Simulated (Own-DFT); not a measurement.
Simulation results for Hf$_{31}$O$_{64}$ (monoclinic hafnia with one vacancy, atoms displaced)

Computed with Own-DFT development build. A calculation, not a measurement: plane-wave density functional theory by an unreviewed code, no spin, of a simulated periodic cell, stress positive in tension, run twice, with PBE and with PBEsol, both on files made for PBE, so the change isn't that of files made for PBEsol, defect cell not probed for a lower state with spin; a neutral cation vacancy leaves holes that likely carry spin, which this run leaves out; hafnium file: forces about 75 meV/angstrom off all-electron values; oxygen file: force components 24 meV/angstrom off all-electron in one glass; forces on such cells passed a denser k mesh, this cell's mesh not checked; the far tail of each file's local potential was reset to the Coulomb form; each entry is a single point on an unrelaxed cell, so the pressure reflects the starting lattice, mostly measured values (interpolated for alloys), from which strain is counted, and rises with the displacements; printed positions are rounded, which can move forces by about a meV/angstrom; the program, named Own-DFT, is a retired in-house code; no spin-orbit coupling; stress was not checked against mesh or cutoff.

## Hf$_{31}$O$_{64}$ (monoclinic hafnia with one vacancy, atoms displaced)

```
Hf31O64
1.0
     10.2340     0.0000     0.0000
      0.0000    10.3500     0.0000
     -1.6955     0.0000    10.4453
Hf O Hf O Hf O Hf O Hf O Hf O Hf O Hf O
4 8 4 8 4 8 4 8 4 8 4 8 3 8 4 8
Direct
  0.13580 0.02260 0.09786
  0.36018 0.26710 0.14891
  0.35538 0.48387 0.39824
  0.13718 0.21898 0.36749
  0.03994 0.16154 0.16900
  0.45006 0.41409 0.08171
  0.47212 0.34055 0.34436
  0.03545 0.08249 0.43963
  0.23177 0.38319 0.24396
  0.27772 0.12937 0.00527
  0.27860 0.11706 0.26061
  0.21999 0.36924 0.49005
  0.14164 0.01562 0.59029
  0.35923 0.26883 0.64308
  0.34689 0.47557 0.89275
  0.14277 0.22813 0.85897
  0.03229 0.16627 0.65715
  0.46857 0.41496 0.57355
  0.46238 0.33586 0.82667
  0.03230 0.08545 0.91318
  0.20522 0.38014 0.74354
  0.28108 0.13886 0.51020
  0.27820 0.13348 0.75032
  0.22061 0.38747 0.00469
  0.14827 0.51594 0.10451
  0.36694 0.74500 0.14850
  0.36542 0.98152 0.39349
  0.14409 0.74431 0.35556
  0.04529 0.66332 0.18851
  0.47032 0.93136 0.07947
  0.47143 0.82464 0.33493
  0.03939 0.58228 0.42540
  0.21829 0.88067 0.24807
  0.27017 0.63734 0.01282
  0.27505 0.61716 0.23853
  0.22422 0.86809 0.49805
  0.14873 0.51488 0.60119
  0.37337 0.77212 0.65256
  0.36614 0.98198 0.89333
  0.14039 0.73230 0.85195
  0.02467 0.67593 0.67718
  0.45588 0.91797 0.57383
  0.46634 0.82167 0.82013
  0.03598 0.57856 0.92290
  0.22541 0.86864 0.73531
  0.29342 0.62315 0.50926
  0.26415 0.61229 0.76417
  0.23583 0.86223 0.99994
  0.64654 0.02965 0.10278
  0.86743 0.27175 0.16177
  0.86963 0.47607 0.40699
  0.64973 0.22604 0.34673
  0.53369 0.17021 0.16902
  0.95673 0.41418 0.07602
  0.96352 0.33631 0.33566
  0.54023 0.08187 0.42513
  0.72382 0.36439 0.22777
  0.78702 0.12739 0.01501
  0.76371 0.11129 0.24977
  0.72153 0.37183 0.49615
  0.63647 0.01659 0.60433
  0.86240 0.26664 0.64695
  0.85939 0.47102 0.88438
  0.62977 0.23568 0.84973
  0.55096 0.16077 0.67686
  0.96409 0.42681 0.57070
  0.96816 0.32469 0.82665
  0.54196 0.10304 0.92432
  0.72704 0.37708 0.75135
  0.77178 0.12539 0.50956
  0.77934 0.13378 0.75334
  0.73558 0.37420 0.99079
  0.63876 0.52717 0.11561
  0.85056 0.77796 0.14091
  0.64192 0.73186 0.34554
  0.53264 0.66513 0.16974
  0.95181 0.91105 0.07990
  0.94528 0.83721 0.31489
  0.53422 0.58231 0.40413
  0.72384 0.86790 0.24391
  0.78569 0.61584 0.01417
  0.76530 0.62903 0.26533
  0.72213 0.86843 0.49261
  0.63066 0.51492 0.60064
  0.86545 0.76332 0.64574
  0.84945 0.97756 0.89780
  0.62267 0.73060 0.85407
  0.53131 0.66628 0.67605
  0.95884 0.92383 0.57259
  0.96629 0.83113 0.81938
  0.52779 0.57968 0.93215
  0.71227 0.88003 0.73506
  0.77342 0.61677 0.51594
  0.76883 0.60670 0.75377
  0.71596 0.86387 0.98979
```

It was run with functional PBE, then PBEsol, potential files PseudoDojo norm-conserving, scalar-relativistic, standard set, wave cutoff 72 hartree, occupations Fermi-Dirac, smearing width 0.1 eV and k mesh 2 x 2 x 2 centred on Gamma.

Results for Hf$_{31}$O$_{64}$ (monoclinic hafnia with one vacancy, atoms displaced): PBE pressure 7.84 GPa; PBE stress xx -8.36 GPa; PBE stress yy -7.8 GPa; PBE stress zz -7.35 GPa; PBE stress yz -0.42 GPa; PBE stress xz 0.42 GPa; PBE stress xy 1.61 GPa; PBEsol pressure 1.49 GPa; PBEsol stress xx -1.99 GPa; PBEsol stress yy -1.51 GPa; PBEsol stress zz -0.98 GPa; PBEsol stress yz -0.41 GPa; PBEsol stress xz 0.72 GPa; PBEsol stress xy 1.6 GPa; rms change of force components from PBE to PBEsol 0.064 eV/Å.

Force:
```csv
force element,PBE force x (eV/Å),PBE force y (eV/Å),PBE force z (eV/Å),PBEsol force x (eV/Å),PBEsol force y (eV/Å),PBEsol force z (eV/Å)
Hf,-0.315,-1.494,0.59,-0.3,-1.384,0.571
Hf,0.838,0.673,1.486,0.828,0.723,1.466
Hf,2.245,-1.082,-2.054,2.22,-1.113,-1.992
Hf,-0.797,-0.029,-1.999,-0.758,-0.096,-1.919
O,0.061,0.555,1.187,0.079,0.522,1.194
O,1.599,0.985,-0.158,1.517,0.951,-0.196
O,0.131,-1.318,-1.459,0.107,-1.27,-1.458
O,1.045,1.386,-2.805,1.204,1.416,-2.623
O,-0.687,-0.942,0.679,-0.587,-0.888,0.645
O,-0.206,0.189,-0.101,-0.262,0.18,-0.1
O,-0.416,0.439,0.006,-0.462,0.426,0.019
O,0.069,0.29,0.969,0.112,0.294,0.969
Hf,-2.36,0.264,2.032,-2.327,0.319,1.913
Hf,1.508,0.59,0.475,1.43,0.581,0.475
Hf,2.04,0.467,1.757,1.974,0.429,1.749
Hf,-1.616,0.15,-1.723,-1.59,0.108,-1.733
O,0.803,0.349,1.552,0.764,0.355,1.548
O,-2.096,-0.934,0.688,-2.05,-0.882,0.612
O,-1.531,0.766,-0.678,-1.501,0.719,-0.705
O,-0.052,-1.274,0.951,-0.033,-1.225,0.994
O,1.54,-0.683,-0.062,1.56,-0.665,-0.054
O,0.594,-1.493,-0.69,0.506,-1.443,-0.675
O,-0.103,-1.812,1.517,-0.142,-1.728,1.478
O,0.749,-4.063,-3.318,0.801,-3.931,-3.237
Hf,-4.575,1.719,0.606,-4.406,1.722,0.572
Hf,-1.106,5.711,-0.1,-1.12,5.547,-0.079
Hf,1.511,-0.889,-0.424,1.482,-0.91,-0.374
Hf,-2.749,-1.703,-1.101,-2.683,-1.679,-1.151
O,-1.407,0.744,-0.83,-1.325,0.759,-0.749
O,-0.765,-1.081,-1.146,-0.724,-1.004,-1.219
O,-2.426,1.368,-0.659,-2.363,1.326,-0.689
O,0.921,1.03,0.138,0.891,0.95,0.2
O,0.547,0.233,-0.582,0.561,0.207,-0.533
O,0.532,-2.076,-2.271,0.462,-2.046,-2.192
O,0.454,-0.012,3.795,0.413,0.001,3.657
O,0.444,0.173,-0.835,0.486,0.197,-0.816
Hf,-2.487,1.611,-0.308,-2.425,1.564,-0.333
Hf,-2.408,-0.58,-3.516,-2.329,-0.498,-3.412
Hf,0.247,-0.157,2.071,0.23,-0.183,2.103
Hf,-1.558,-0.465,1.015,-1.516,-0.506,0.948
O,4.024,-3.103,-0.939,3.916,-2.986,-0.848
O,0.417,0.314,0.808,0.395,0.301,0.744
O,-2.935,3.936,2.318,-2.858,3.809,2.189
O,0.585,0.702,-0.423,0.598,0.665,-0.375
O,0.274,1.264,1.391,0.331,1.196,1.369
O,-1.383,1.103,0.693,-1.395,1.029,0.676
O,0.988,0.577,-0.99,0.895,0.548,-0.948
O,-0.201,1.768,-1.432,-0.132,1.72,-1.416
Hf,-0.788,-0.837,1.283,-0.766,-0.748,1.254
Hf,0.616,-1.15,-3.408,0.568,-1.06,-3.34
Hf,-1.625,2.562,-1.332,-1.55,2.465,-1.215
Hf,-1.206,-1.15,1.785,-1.172,-1.162,1.708
O,-0.7,0.296,0.299,-0.676,0.298,0.336
O,1.825,0.117,0.895,1.749,0.111,0.825
O,1.51,-1.727,-0.27,1.455,-1.695,-0.301
O,-1.392,-0.084,-1.03,-1.37,-0.12,-0.955
O,-1.382,2.232,1.715,-1.298,2.147,1.674
O,0.092,-0.337,-1.151,0.031,-0.377,-1.114
O,0.933,1.439,0.623,0.767,1.511,0.495
O,0.614,-0.731,-0.626,0.658,-0.689,-0.596
Hf,2.749,0.126,-2.078,2.711,0.174,-2.059
Hf,-0.122,-0.762,-0.973,-0.152,-0.764,-0.91
Hf,0.293,1.226,2.758,0.238,1.14,2.735
Hf,3.585,1.679,0.826,3.497,1.603,0.758
O,-3.664,1.905,-0.571,-3.557,1.876,-0.501
O,0.89,-1.236,2.785,0.882,-1.178,2.636
O,0.499,0.248,0.035,0.479,0.227,-0.018
O,-2.671,-3.476,0.472,-2.596,-3.404,0.497
O,-0.657,0.015,-2.547,-0.569,0.014,-2.47
O,-0.188,1.352,0.348,-0.311,1.389,0.403
O,0.035,-2.211,1.785,-0.015,-2.129,1.723
O,-1.779,-0.923,-0.192,-1.651,-0.885,-0.205
Hf,1.585,-2.963,-2.526,1.574,-2.83,-2.494
Hf,0.585,-3.228,1.8,0.532,-3.088,1.817
Hf,0.412,1.708,4.296,0.41,1.645,4.166
O,1.033,-0.064,-0.367,1.006,-0.069,-0.306
O,2.747,2.351,-1.836,2.641,2.307,-1.838
O,2.481,-0.977,1.046,2.468,-1.086,0.865
O,-0.847,-0.865,1.316,-0.842,-0.855,1.332
O,-1.001,1.323,-2.16,-0.936,1.193,-2.174
O,-1.374,1.292,0.299,-1.418,1.242,0.316
O,2.03,-3.043,-1.227,1.885,-2.947,-1.235
O,-0.613,-1.049,0.399,-0.625,-1.071,0.437
Hf,2.396,0.898,0.145,2.39,0.904,0.117
Hf,-3.145,2.097,-1.702,-3.06,2.093,-1.626
Hf,1.316,0.855,-1.207,1.262,0.818,-1.13
Hf,4.876,-3.867,0.999,4.733,-3.804,0.926
O,0.821,-1.208,-0.557,0.788,-1.135,-0.479
O,0.353,-1.424,1.401,0.401,-1.413,1.42
O,-1.223,1.721,1.647,-1.19,1.636,1.543
O,0.01,0.633,-0.536,0.014,0.616,-0.476
O,0.515,-0.609,1.964,0.541,-0.582,1.92
O,0.125,1.027,-0.507,0.078,0.974,-0.48
O,-0.232,1.781,0.456,-0.271,1.706,0.426
O,-0.299,0.878,-0.696,-0.211,0.878,-0.674
```
